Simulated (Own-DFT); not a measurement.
# Strain and stress in wurtzite AlGaN with randomly placed atoms, 72 atoms (Al27Ga9N36)

Calculated results; nothing here was measured. They come from Own-DFT, an in-house plane-wave density functional program, since retired, whose code no person has reviewed. Each row is one single-point run on a periodic cell that was not relaxed, without spin or spin-orbit coupling.

Settings of every run: PBE; PseudoDojo norm-conserving scalar-relativistic files (stringent for Ga); cutoff 96 hartree; 4 x 4 x 3 k mesh centred on Gamma; Gaussian smearing of 0.01 eV.

Known limits: forces on such cells passed a denser k mesh, each cell not checked; stress not checked against mesh or cutoff.

Unstrained cell vectors in Å: (9.394, 0.000, 0.000); (-4.697, 8.135, 0.000); (0.000, 0.000, 10.066). The unstrained cell has measured lattice constants (interpolated for alloys), not those of this functional. That, the random moves and any unrelaxed bonds set the pressure at no strain. Each run strains this cell uniformly, with the atoms carried along. Every atom was also moved at random, by a Gaussian of width 0.05 Å on each axis. The random placing of the alloy's atoms differs from row to row. Strain is the symmetric tensor, in per cent. Stress is positive in tension, and the pressure is minus a third of its trace.

| run | e_xx (%) | e_yy (%) | e_zz (%) | s_xx (GPa) | s_yy (GPa) | s_zz (GPa) | P (GPa) | E (meV/atom) |
|---|---|---|---|---|---|---|---|---|
| 1 | 0.00 | 0.00 | -1.25 | -7.15 | -6.62 | -13.32 | 9.03 | 25.9 |
| 2 | 0.00 | 0.00 | 0.25 | -3.28 | -6.75 | -8.37 | 6.13 | 17.8 |
| 3 | 0.00 | 0.00 | 3.00 | -2.86 | -4.76 | 6.22 | 0.47 | 0.0 |
| 4 | 0.00 | 0.00 | -0.25 | -7.60 | -3.83 | -9.42 | 6.95 | 19.2 |
| 5 | 0.00 | 0.00 | -0.50 | -6.44 | -5.98 | -10.18 | 7.53 | 19.0 |
| 6 | 0.00 | 0.00 | 0.50 | -6.70 | -6.37 | -3.81 | 5.63 | 18.2 |
| 7 | 0.00 | 0.00 | -1.50 | -6.82 | -9.07 | -12.79 | 9.56 | 27.1 |
| 8 | 0.00 | 0.00 | 1.25 | -5.20 | -6.29 | 0.15 | 3.78 | 5.2 |
| 9 | 0.00 | 0.00 | 0.75 | ? | ? | ? | ? | ? |

E is the free energy for each atom above the lowest run shown.

## Worked fit

The change of volume is close to e_xx + e_yy + e_zz. A straight line through the runs shown gives P = 6.52 - 203 x (fractional change of volume) GPa, with an error of 3 on the slope and a scatter of 0.11 GPa. The strain isn't the same on all axes and the cell isn't cubic, so the slope belongs to this path and is not the bulk modulus.

## Withheld run

Question: what pressure should run 9 give? Its volume changes by 0.75 %.

The line gives 5.0 GPa. The calculation gave 5.01 GPa.
